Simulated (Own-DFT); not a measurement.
# Computed records: GaP (zincblende, atoms displaced)

A calculation, not a measurement: plane-wave PBE density functional theory by an unreviewed code, no spin, of a simulated periodic cell, stress positive in tension, free energy of the whole cell less one offset for each atom, forces on such cells passed a denser k mesh, this cell's mesh not checked; offsets are fitted by least squares, one for each functional and potential file, so energies compare only between cells with the same atoms and settings and are not formation energies; the far tail of each file's local potential was reset to the Coulomb form; each entry is a single point on an unrelaxed cell, so the pressure reflects the starting lattice, mostly measured values (interpolated for alloys), from which strain is counted, and rises with the displacements; printed positions are rounded, which can move forces by about a meV/angstrom; the program, named Own-DFT, is a retired in-house code; no spin-orbit coupling. Program: Own-DFT development build.

Settings shared by all entries: functional PBE; potential files PseudoDojo norm-conserving, scalar-relativistic, standard set; wave cutoff 42 hartree; occupations Fermi-Dirac; smearing width 0.1 eV; k mesh 3 x 3 x 3 centred on Gamma.

(1) 
```xyz
64
Lattice="10.9010 0.0000 0.0000 0.0000 10.9010 0.0000 0.0000 0.0000 10.9010" Properties=species:S:1:pos:R:3:force_x:R:1:force_y:R:1:force_z:R:1 formula=GaP free_energy_of_cell_above_offsets=-35.756 pressure=2.71 stress_xx=-2.71 stress_yy=-2.71 stress_zz=-2.7 stress_yz=-0.04 stress_xz=0.01 stress_xy=0.08
Ga    10.8949     0.0150    10.8997      0.472     -0.145      0.328
Ga    10.8812     2.7095     2.7011      0.307      0.184      0.249
Ga     2.7277    10.8987     2.7339      0.301      0.141     -0.053
Ga     2.7387     2.7307    10.8627      0.045     -0.202      0.364
P      1.3878     1.3747     1.3832     -0.037     -0.107     -0.386
P      1.3730     4.0968     4.0783     -0.354     -0.124      0.233
P      4.1230     1.3672     4.1030     -0.422     -0.139     -0.004
P      4.1131     4.0796     1.3392     -0.262      0.168      0.171
Ga     0.0112     0.0015     5.4328      0.017     -0.002      0.268
Ga    10.8923     2.7812     8.1711     -0.015     -0.855      0.083
Ga     2.7467    10.8763     8.1752     -0.064      0.262      0.045
Ga     2.7224     2.7168     5.4555     -0.105     -0.064     -0.088
P      1.3613     1.3557     6.8377     -0.038      0.046      -0.13
P      1.3610     4.0493     9.5253      0.184      0.559      0.121
P      4.1136     1.3875     9.5133     -0.082     -0.387      0.127
P      4.0862     4.0640     6.8097      0.111       0.46     -0.138
Ga     0.0158     5.4222    10.8884      0.152      0.219      0.185
Ga     0.0211     8.1701     2.7195      -0.49      0.219      0.124
Ga     2.7320     5.4469     2.7459      0.087     -0.022     -0.394
Ga     2.7190     8.1472    10.8855     -0.097      0.359      0.071
P      1.3535     6.8395     1.3870      0.226      -0.61     -0.382
P      1.3643     9.5519     4.0642       0.02     -0.171      0.242
P      4.0872     6.8390     4.0653      0.176     -0.295      0.234
P      4.1024     9.5290     1.3591     -0.511      0.022     -0.116
Ga    10.8651     5.4755     5.4610      0.611      -0.51      0.117
Ga    10.8917     8.1836     8.2269      -0.32      0.096     -0.416
Ga     2.7453     5.4451     8.1978     -0.354     -0.085     -0.416
Ga     2.7220     8.1670     5.4288     -0.277     -0.019       0.37
P      1.2972     6.8169     6.8551       0.72     -0.036     -0.268
P      1.3453     9.5482     9.5184      0.309      0.028       0.44
P      4.0690     6.8180     9.5147      0.543      0.068      0.144
P      4.0962     9.5332     6.8135     -0.096     -0.097     -0.189
Ga     5.4295    10.8913     0.0228      0.168      0.422     -0.079
Ga     5.4433     2.7128     2.7332      0.074       0.16     -0.107
Ga     8.1558     0.0197     2.7510      0.425     -0.224      -0.33
Ga     8.1882     2.7190     0.0217      -0.23      0.005     -0.142
P      6.8232     1.3651     1.3965      -0.18     -0.003     -0.337
P      6.8180     4.0817     4.0823       0.15      0.046     -0.106
P      9.5522     1.3551     4.0861     -0.045      0.091     -0.054
P      9.5524     4.0869     1.3521     -0.102      0.042      0.046
Ga     5.4523     0.0042     5.4724      0.239      0.054      0.007
Ga     5.4709     2.7453     8.1581      0.037       -0.2     -0.091
Ga     8.1949    10.8906     8.1968      0.072      0.245     -0.034
Ga     8.1998     2.7303     5.4334     -0.222     -0.224     -0.022
P      6.8552     1.3689     6.8242     -0.155     -0.008     -0.049
P      6.7832     4.0826     9.5467      0.743      0.017     -0.223
P      9.5663     1.3526     9.5851     -0.279      0.427     -0.634
P      9.5482     4.0511     6.7926     -0.252      0.558       0.09
Ga     5.4708     5.4436    10.8760     -0.274      0.299      0.213
Ga     5.4374     8.1916     2.7081      0.371      -0.03      0.117
Ga     8.1908     5.4476     2.7115     -0.037      0.053      0.115
Ga     8.1830     8.1815    10.8663     -0.142     -0.064      0.235
P      6.8175     6.8153     1.3598       0.04      0.081      -0.09
P      6.8174     9.5693     4.0729     -0.123     -0.521      0.332
P      9.5627     6.7841     4.1187     -0.464       0.53     -0.541
P      9.5417     9.5381     1.3309     -0.126      0.017      0.471
Ga     5.4826     5.4535     5.4295     -0.425      0.013      0.134
Ga     5.4851     8.1942     8.1495     -0.369      0.098      0.437
Ga     8.2018     5.4609     8.1659     -0.364     -0.303     -0.065
Ga     8.1711     8.1557     5.4699     -0.003      0.276     -0.395
P      6.7941     6.8411     6.8148      0.331     -0.516     -0.024
P      6.8060     9.5734     9.5490      0.013     -0.309     -0.086
P      9.5390     6.7849     9.5448      0.066       0.15      0.045
P      9.5202     9.5453     6.7968      0.307     -0.141      0.232
```

Units: free_energy_of_cell_above_offsets in eV; pressure, stress_xx, stress_yy, stress_zz, stress_yz, stress_xz, stress_xy in GPa; force_x, force_y, force_z in eV/Å.

(2) 
```xyz
64
Lattice="10.9010 0.0000 0.0000 0.0000 10.9010 0.0000 0.0000 0.0000 10.9010" Properties=species:S:1:pos:R:3:force_x:R:1:force_y:R:1:force_z:R:1 formula=GaP free_energy_of_cell_above_offsets=-35.691 pressure=2.73 stress_xx=-2.73 stress_yy=-2.74 stress_zz=-2.72 stress_yz=0 stress_xz=0.42 stress_xy=-0.19
Ga    10.8872     0.0060    10.8921     -0.073     -0.202      0.136
Ga     0.0165     2.7030     2.7364     -0.079      0.471     -0.203
Ga     2.7038    10.8894     2.7285      0.105      0.061     -0.119
Ga     2.7201     2.7103    10.8922     -0.003      0.286      0.031
P      1.3475     1.3599     1.3471      0.101      -0.09      0.115
P      1.3837     4.1047     4.0913     -0.286     -0.411      0.161
P      4.1043     1.3905     4.0309     -0.506     -0.532      0.789
P      4.1036     4.0973     1.3288     -0.308      -0.12      0.374
Ga    10.8639     0.0080     5.4709       0.29     -0.011     -0.169
Ga     0.0101     2.7097     8.1471      0.218      0.058      0.059
Ga     2.7012    10.8980     8.1795      0.345      0.069      0.159
Ga     2.7409     2.7210     5.4701      0.206      0.174     -0.356
P      1.3998     1.3533     6.7948     -0.416      0.025       0.05
P      1.3630     4.0824     9.5163     -0.251       -0.1      0.373
P      4.0900     1.3731     9.5584      0.141     -0.243     -0.345
P      4.0953     4.1226     6.8098      0.053     -0.301      0.035
Ga     0.0046     5.4627     0.0330     -0.186     -0.188      -0.76
Ga    10.8485     8.1515     2.7139      0.559      0.281      0.096
Ga     2.7019     5.4456     2.7414      0.282      0.212     -0.469
Ga     2.7565     8.1630    10.8879     -0.441      0.155      0.111
P      1.3246     6.8163     1.3299      0.564      0.216       0.48
P      1.3513     9.5507     4.0967     -0.205     -0.349     -0.024
P      4.0821     6.8283     4.1002      0.106     -0.193     -0.496
P      4.0698     9.5341     1.3440      0.217      0.033      0.279
Ga    10.8864     5.4360     5.4498      0.129      0.179      -0.19
Ga     0.0364     8.1664     8.1985     -0.119      0.174     -0.417
Ga     2.6926     5.4259     8.1673      0.429      0.295      0.238
Ga     2.7395     8.1385     5.4396     -0.271      0.542      0.341
P      1.3577     6.7837     6.8147      0.029      0.281     -0.123
P      1.3520     9.5443     9.5384      0.221     -0.102      0.193
P      4.1012     6.8068     9.5817     -0.172     -0.201     -0.763
P      4.0925     9.5606     6.8247     -0.056     -0.384     -0.043
Ga     5.4761    10.8899     0.0024     -0.157      0.094      0.053
Ga     5.4213     2.6874     2.7110      0.561      0.653     -0.276
Ga     8.2005    10.8613     2.7204     -0.027      0.309      0.095
Ga     8.1990     2.7501    10.9007     -0.264     -0.352       0.05
P      6.8333     1.3260     1.4055      0.096      0.336     -0.549
P      6.8328     4.0685     4.0887     -0.341     -0.091      0.079
P      9.5303     1.3793     4.0814      0.325     -0.545      -0.23
P      9.5299     4.1142     1.3451      0.285     -0.332      0.415
Ga     5.4511     0.0166     5.4613     -0.049     -0.029     -0.369
Ga     5.4645     2.7033     8.1330      -0.23      0.469      0.533
Ga     8.1645     0.0131     8.1739       0.01     -0.107      0.033
Ga     8.2370     2.6967     5.4300     -0.603      0.456      0.274
P      6.8114     1.3849     6.8023      0.374     -0.224     -0.179
P      6.8123     4.1061     9.5582      0.223     -0.282     -0.642
P      9.5603     1.3678     9.5208      -0.32      0.047      0.067
P      9.5603     4.0809     6.8035     -0.197     -0.111      0.031
Ga     5.4623     5.4391    10.8832     -0.056      0.069      0.208
Ga     5.4626     8.1586     2.7133     -0.149      0.205     -0.071
Ga     8.1692     5.4285     2.7362          0      0.192     -0.046
Ga     8.1888     8.1688    10.8974     -0.309     -0.261     -0.238
P      6.8016     6.7828     1.3556      0.266      0.169      0.019
P      6.8246     9.5575     4.0546     -0.249     -0.258      0.485
P      9.5379     6.8203     4.0815     -0.335     -0.206       0.33
P      9.5084     9.5077     1.3618      0.418      0.306     -0.229
Ga     5.4348     5.4713     5.4309      0.423     -0.124      0.086
Ga     5.4686     8.1710     8.2073     -0.409     -0.036     -0.284
Ga     8.2118     5.4639     8.1579     -0.422     -0.195     -0.023
Ga     8.1423     8.1780     5.4737      0.385      0.297     -0.429
P      6.8227     6.8489     6.8089     -0.294     -0.573      0.163
P      6.7975     9.5221     9.5254       0.43      0.259      0.266
P      9.5513     6.8217     9.4821      0.059     -0.094      0.731
P      9.5407     9.5394     6.8241     -0.069     -0.128      0.104
```

Units: free_energy_of_cell_above_offsets in eV; pressure, stress_xx, stress_yy, stress_zz, stress_yz, stress_xz, stress_xy in GPa; force_x, force_y, force_z in eV/Å.

(3) 
```xyz
64
Lattice="10.9010 0.0000 0.0000 0.0000 10.9010 0.0000 0.0000 0.0000 10.9010" Properties=species:S:1:pos:R:3 formula=GaP
Ga    10.8802     0.0261     0.0015
Ga    10.8685     2.6927     2.7439
Ga     2.6950    10.8762     2.6776
Ga     2.7598     2.7323    10.8860
P      1.3641     1.3471     1.3348
P      1.3579     4.1041     4.0770
P      4.0840     1.3626     4.0952
P      4.1188     4.0983     1.3351
Ga     0.0002     0.0015     5.4931
Ga    10.8576     2.7489     8.1545
Ga     2.7331     0.0015     8.1306
Ga     2.7244     2.7488     5.4275
P      1.3510     1.3580     6.8001
P      1.3290     4.0927     9.5464
P      4.0738     1.3682     9.5344
P      4.0671     4.1129     6.8126
Ga     0.0064     5.4567     0.0021
Ga    10.8844     8.1500     2.7235
Ga     2.7333     5.4786     2.7247
Ga     2.7095     8.1879    10.8981
P      1.3665     6.8054     1.3617
P      1.3468     9.5629     4.0660
P      4.1091     6.7882     4.0457
P      4.0903     9.5499     1.3273
Ga     0.0077     5.4551     5.4505
Ga    10.8949     8.1631     8.1432
Ga     2.7638     5.4724     8.1364
Ga     2.6865     8.1659     5.4277
P      1.3591     6.7896     6.8068
P      1.3791     9.5449     9.5423
P      4.0798     6.8381     9.5575
P      4.0748     9.5585     6.8159
Ga     5.4353     0.0126     0.0078
Ga     5.4357     2.7548     2.7408
Ga     8.1692    10.8937     2.7319
Ga     8.1416     2.7530    10.8793
P      6.8293     1.3438     1.3597
P      6.7944     4.1072     4.0865
P      9.5401     1.3497     4.1080
P      9.5314     4.1079     1.3789
Ga     5.4608    10.8789     5.4942
Ga     5.4704     2.7299     8.2147
Ga     8.1820     0.0257     8.1848
Ga     8.1792     2.7306     5.4123
P      6.7833     1.3229     6.8039
P      6.8176     4.1031     9.5342
P      9.5664     1.3556     9.5633
P      9.5185     4.0341     6.8438
Ga     5.4685     5.4492    10.9007
Ga     5.4558     8.1794     2.7295
Ga     8.1338     5.4602     2.7259
Ga     8.1792     8.1974     0.0285
P      6.8145     6.7926     1.3879
P      6.7866     9.5527     4.1003
P      9.5050     6.8018     4.0745
P      9.5689     9.5244     1.3517
Ga     5.4500     5.4406     5.4478
Ga     5.4471     8.2019     8.1614
Ga     8.1798     5.4904     8.1573
Ga     8.1833     8.2075     5.4770
P      6.8160     6.8253     6.8235
P      6.7912     9.5165     9.5322
P      9.5618     6.8189     9.5995
P      9.5191     9.5372     6.8099
```

(4) 
```xyz
64
Lattice="10.9010 0.0000 0.0000 0.0000 10.9010 0.0000 0.0000 0.0000 10.9010" Properties=species:S:1:pos:R:3 formula=GaP
Ga     0.0160     0.0091    10.8937
Ga     0.0170     2.6962     2.7176
Ga     2.6978    10.8827     2.7084
Ga     2.6975     2.7461    10.8840
P      1.3451     1.3745     1.3901
P      1.4015     4.0932     4.0973
P      4.0925     1.3471     4.0876
P      4.0799     4.0942     1.3546
Ga     0.0075    10.8869     5.4787
Ga     0.0291     2.7470     8.1746
Ga     2.7053     0.0391     8.1994
Ga     2.7276     2.7309     5.4556
P      1.3899     1.3715     6.8440
P      1.3625     4.0929     9.4941
P      4.0768     1.3290     9.5211
P      4.1032     4.0714     6.8583
Ga    10.8918     5.4548     0.0246
Ga    10.8798     8.1620     2.7189
Ga     2.7486     5.4540     2.7294
Ga     2.7525     8.2055    10.8934
P      1.3696     6.8083     1.3612
P      1.3680     9.5389     4.0890
P      4.0787     6.8083     4.0661
P      4.0760     9.5290     1.3594
Ga    10.8877     5.4392     5.4325
Ga    10.8910     8.1741     8.1965
Ga     2.7193     5.4525     8.1949
Ga     2.7335     8.1470     5.4513
P      1.3717     6.7886     6.8064
P      1.3774     9.5535     9.5179
P      4.1389     6.8627     9.5178
P      4.0631     9.5223     6.8255
Ga     5.4608     0.0014    10.8457
Ga     5.4680     2.7085     2.7035
Ga     8.1161     0.0223     2.7040
Ga     8.1610     2.7062    10.9009
P      6.8160     1.3600     1.3459
P      6.8571     4.1143     4.0713
P      9.5131     1.3172     4.0548
P      9.5396     4.0883     1.3380
Ga     5.4665    10.8722     5.4562
Ga     5.4636     2.7430     8.1949
Ga     8.1676     0.0062     8.1431
Ga     8.1574     2.7394     5.4552
P      6.8204     1.3769     6.7963
P      6.8213     4.0840     9.5497
P      9.5423     1.3846     9.5607
P      9.5632     4.0701     6.8332
Ga     5.4544     5.4841     0.0212
Ga     5.4527     8.1560     2.7368
Ga     8.1728     5.4494     2.7485
Ga     8.1809     8.1679     0.0119
P      6.8344     6.8091     1.3822
P      6.7946     9.5472     4.0396
P      9.5314     6.8188     4.0523
P      9.5573     9.5277     1.3450
Ga     5.4305     5.4182     5.4332
Ga     5.4048     8.1956     8.1185
Ga     8.1572     5.4701     8.1538
Ga     8.1788     8.1672     5.4422
P      6.8076     6.8156     6.7963
P      6.8308     9.4902     9.4994
P      9.5656     6.8110     9.5210
P      9.5391     9.5368     6.7883
```

Q: Give the missing stress yy for GaP (zincblende, atoms displaced) (entry 3).
A: -2.73 GPa

Q: Give the missing pressure for GaP (zincblende, atoms displaced) (entry 3).
A: 2.72 GPa

Q: Give the table of force values for GaP (zincblende, atoms displaced) (entry 3).
A: 
Force:
| element | x (eV/Å) | y (eV/Å) | z (eV/Å) |
| --- | --- | --- | --- |
| Ga | 0.406 | -0.445 | -0.048 |
| Ga | 0.329 | 0.237 | -0.287 |
| Ga | 0.365 | 0.283 | 0.277 |
| Ga | -0.438 | 0.105 | 0.064 |
| P | -0.05 | 0.456 | 0.197 |
| P | -0.046 | -0.133 | -0.142 |
| P | -0.027 | -0.232 | -0.135 |
| P | -0.371 | 0.012 | 0.294 |
| Ga | -0.031 | -0.132 | -0.352 |
| Ga | 0.624 | -0.518 | 0.479 |
| Ga | -0.252 | 0.141 | 0.486 |
| Ga | -0.089 | -0.165 | 0.087 |
| P | 0.127 | 0.438 | 0.172 |
| P | 0.51 | 0.024 | -0.37 |
| P | 0.159 | -0.132 | -0.169 |
| P | 0.478 | -0.492 | -0.02 |
| Ga | 0.03 | -0.206 | 0.254 |
| Ga | 0.166 | 0.044 | 0.08 |
| Ga | -0.047 | -0.44 | -0.284 |
| Ga | 0.013 | -0.066 | 0.07 |
| P | 0.01 | 0.167 | 0.021 |
| P | -0.16 | -0.297 | 0.165 |
| P | -0.157 | 0.427 | 0.591 |
| P | -0.008 | -0.29 | 0.393 |
| Ga | -0.39 | -0.271 | -0.012 |
| Ga | 0.091 | 0.103 | 0.467 |
| Ga | -0.429 | -0.073 | 0.722 |
| Ga | 0.34 | 0.056 | -0.111 |
| P | -0.009 | 0.268 | -0.043 |
| P | -0.351 | 0.11 | -0.341 |
| P | 0.207 | -0.173 | -0.246 |
| P | -0.065 | -0.572 | -0.31 |
| Ga | 0.207 | 0.001 | -0.255 |
| Ga | 0.102 | -0.443 | -0.189 |
| Ga | 0.194 | -0.122 | -0.066 |
| Ga | 0.442 | -0.233 | 0.32 |
| P | -0.244 | 0.388 | 0.105 |
| P | 0.185 | -0.203 | 0.082 |
| P | -0.095 | -0.186 | -0.058 |
| P | -0.113 | -0.225 | -0.074 |
| Ga | -0.434 | 0.17 | -0.519 |
| Ga | -0.265 | -0.037 | -0.43 |
| Ga | -0.108 | -0.213 | 0.185 |
| Ga | -0.344 | -0.181 | 0.313 |
| P | 0.478 | 0.74 | 0.212 |
| P | 0.056 | 0.229 | -0.205 |
| P | -0.544 | 0.382 | -0.332 |
| P | -0.206 | 0.873 | -0.657 |
| Ga | -0.107 | 0.233 | -0.133 |
| Ga | -0.093 | 0.12 | -0.214 |
| Ga | 0.354 | -0.24 | 0.057 |
| Ga | -0.196 | -0.196 | -0.125 |
| P | -0.102 | 0.468 | -0.368 |
| P | 0.263 | -0.187 | -0.026 |
| P | 0.112 | 0.127 | 0.368 |
| P | -0.305 | 0.275 | 0.29 |
| Ga | -0.031 | 0.208 | 0.151 |
| Ga | -0.2 | -0.252 | 0.139 |
| Ga | 0.243 | -0.183 | 0.4 |
| Ga | -0.228 | -0.302 | -0.44 |
| P | -0.176 | 0.053 | -0.269 |
| P | 0.302 | 0.399 | 0.178 |
| P | -0.317 | 0.136 | -0.676 |
| P | 0.23 | 0.166 | 0.287 |

Q: Give the missing stress zz for GaP (zincblende, atoms displaced) (entry 4).
A: -2.71 GPa

Q: Give the table of force values for GaP (zincblende, atoms displaced) (entry 4).
A: 
Force:
| element | x (eV/Å) | y (eV/Å) | z (eV/Å) |
| --- | --- | --- | --- |
| Ga | -0.077 | -0.044 | 0.035 |
| Ga | -0.38 | 0.45 | 0.347 |
| Ga | 0.28 | 0.149 | 0.147 |
| Ga | 0.153 | -0.242 | 0.052 |
| P | 0.372 | -0.186 | -0.557 |
| P | -0.424 | -0.116 | -0.183 |
| P | -0.017 | 0.032 | -0.036 |
| P | 0.156 | -0.089 | -0.058 |
| Ga | 0.075 | 0.255 | -0.294 |
| Ga | -0.284 | -0.389 | 0.083 |
| Ga | 0.191 | -0.503 | -0.302 |
| Ga | 0.284 | -0.107 | 0.081 |
| P | -0.382 | 0.032 | -0.454 |
| P | -0.061 | 0.22 | 0.695 |
| P | 0.169 | 0.678 | 0.269 |
| P | -0.19 | 0.186 | -0.392 |
| Ga | 0.222 | -0.053 | -0.348 |
| Ga | 0.356 | 0.209 | -0.047 |
| Ga | -0.254 | -0.07 | -0.195 |
| Ga | -0.246 | -0.298 | -0.098 |
| P | 0.138 | 0.128 | -0.063 |
| P | -0.139 | -0.251 | 0.085 |
| P | 0.228 | -0.052 | 0.32 |
| P | 0.42 | 0.257 | 0.032 |
| Ga | 0.072 | 0.042 | 0.034 |
| Ga | 0.254 | 0.097 | -0.413 |
| Ga | 0.392 | 0.258 | -0.084 |
| Ga | -0.167 | 0.15 | -0.072 |
| P | -0.241 | 0.193 | 0.076 |
| P | -0.173 | -0.114 | 0.225 |
| P | -0.544 | -0.502 | 0.234 |
| P | -0.177 | 0.538 | -0.347 |
| Ga | 0.042 | -0.397 | 0.272 |
| Ga | -0.146 | 0.206 | 0.238 |
| Ga | 0.595 | -0.448 | -0.173 |
| Ga | 0.195 | 0.261 | 0.004 |
| P | -0.331 | -0.008 | -0.272 |
| P | -0.646 | -0.466 | 0.149 |
| P | 0.203 | 0.435 | 0.466 |
| P | -0.106 | -0.162 | 0.431 |
| Ga | -0.23 | 0.122 | -0.01 |
| Ga | 0.021 | -0.357 | 0.024 |
| Ga | 0.231 | 0.024 | 0.29 |
| Ga | 0.504 | -0.146 | -0.196 |
| P | -0.276 | -0.082 | 0.156 |
| P | -0.058 | 0.278 | 0.052 |
| P | 0.049 | -0.244 | -0.459 |
| P | -0.358 | 0.222 | -0.307 |
| Ga | 0.029 | -0.175 | -0.201 |
| Ga | -0.136 | 0.117 | -0.297 |
| Ga | 0.356 | 0.009 | -0.511 |
| Ga | 0.169 | -0.063 | -0.211 |
| P | -0.107 | 0.059 | -0.051 |
| P | 0.183 | -0.254 | 0.513 |
| P | 0.077 | -0.125 | 0.454 |
| P | -0.323 | 0.314 | 0.153 |
| Ga | 0.106 | 0.145 | 0.11 |
| Ga | 0.648 | -0.14 | 0.198 |
| Ga | 0.244 | -0.194 | 0.173 |
| Ga | -0.124 | 0.15 | -0.24 |
| P | -0.228 | -0.012 | -0.177 |
| P | -0.144 | 0.342 | 0.067 |
| P | -0.424 | -0.127 | 0.271 |
| P | -0.019 | -0.144 | 0.312 |

Further results for GaP (zincblende, atoms displaced) (entry 3):

* free energy of cell above offsets: -35.697 eV
* stress xx: -2.73 GPa
* stress zz: -2.71 GPa
* stress yz: 0.02 GPa
* stress xz: -0.3 GPa
* stress xy: 0.1 GPa

Further results for GaP (zincblende, atoms displaced) (entry 4):

* free energy of cell above offsets: -35.740 eV
* pressure: 2.71 GPa
* stress xx: -2.71 GPa
* stress yz: 0.33 GPa
* stress xz: -0.1 GPa
* stress xy: -0.16 GPa
